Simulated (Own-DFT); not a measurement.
# Point defects and the pressure they add: C11b WSi2

Everything here is calculated. The program is Own-DFT (plane waves, in-house, since retired, never reviewed by a person); positions were held fixed, and spin and spin-orbit coupling were off.

Settings: PBE; PseudoDojo norm-conserving scalar-relativistic files; cutoff 50 hartree; 5 x 5 x 5 k mesh centred on Gamma; cold (Marzari-Vanderbilt) smearing of 0.2 eV.

Keep in mind: forces on such cells failed a check on a denser k mesh; stress not checked against mesh or cutoff.

All runs share one cell, with vectors in Å (-2.148, -5.953, 3.409); (-6.444, 2.976, 1.136); (-2.553, -2.948, -6.757) and a volume of 403.2 Å³. The atoms are randomly displaced, by u rms on each axis. The defect's site can differ from row to row.

| cell | formula | u (Å) | P (GPa) |
|---|---|---|---|
| no defect | Si20W10 | 0.0210 | 4.70 |
| no defect | Si20W10 | 0.0221 | 4.65 |
| no defect | Si20W10 | 0.0486 | 5.27 |
| one Si vacancy | Si19W10 | 0.0299 | 3.12 |
| one Si vacancy | Si19W10 | 0.0505 | 4.73 |
| one Si vacancy | Si19W10 | 0.0551 | 5.51 |
| one Si on a W site | Si21W9 | 0.0268 | 6.15 |
| one Si on a W site | Si21W9 | 0.0291 | 6.48 |
| one Si on a W site | Si21W9 | 0.0415 | 6.56 |
| one W vacancy | Si20W9 | 0.0321 | ? |
| one W vacancy | Si20W9 | 0.0322 | 3.94 |
| one W vacancy | Si20W9 | 0.0517 | 5.04 |
| one W vacancy | Si20W9 | 0.0537 | 5.06 |
| one W on a Si site | Si19W11 | 0.0287 | 10.12 |
| one W on a Si site | Si19W11 | 0.0476 | 11.18 |
| one W on a Si site | Si19W11 | 0.0490 | 11.70 |

## Working it out

P = P0 + c u² + a shift for each defect gives P0 = 4.11 GPa, c = 693 ± 114 GPa/Å² and a scatter of 0.34 GPa. The shifts, and each times the cell's volume:

- one W on a Si site: 5.62 ± 0.29 GPa, 14.1 eV
- one Si on a W site: 1.53 ± 0.28 GPa, 3.8 eV
- one W vacancy: -0.95 ± 0.31 GPa, -2.4 eV
- one Si vacancy: -1.16 ± 0.30 GPa, -2.9 eV

A positive shift means that the defect pushes the cell outwards. Shift times volume (160.2 GPa Å³ is 1 eV) depends little on the cell's size, so, taken for each site, it can be compared between cells at like pressure. The atoms around the defects weren't relaxed, which would change these numbers.

## The run left out

Question: what pressure belongs in the blank (one W vacancy, u = 0.0321 Å)?

Estimate: 3.87 ± 0.42 GPa. Computed: 4.24 GPa.
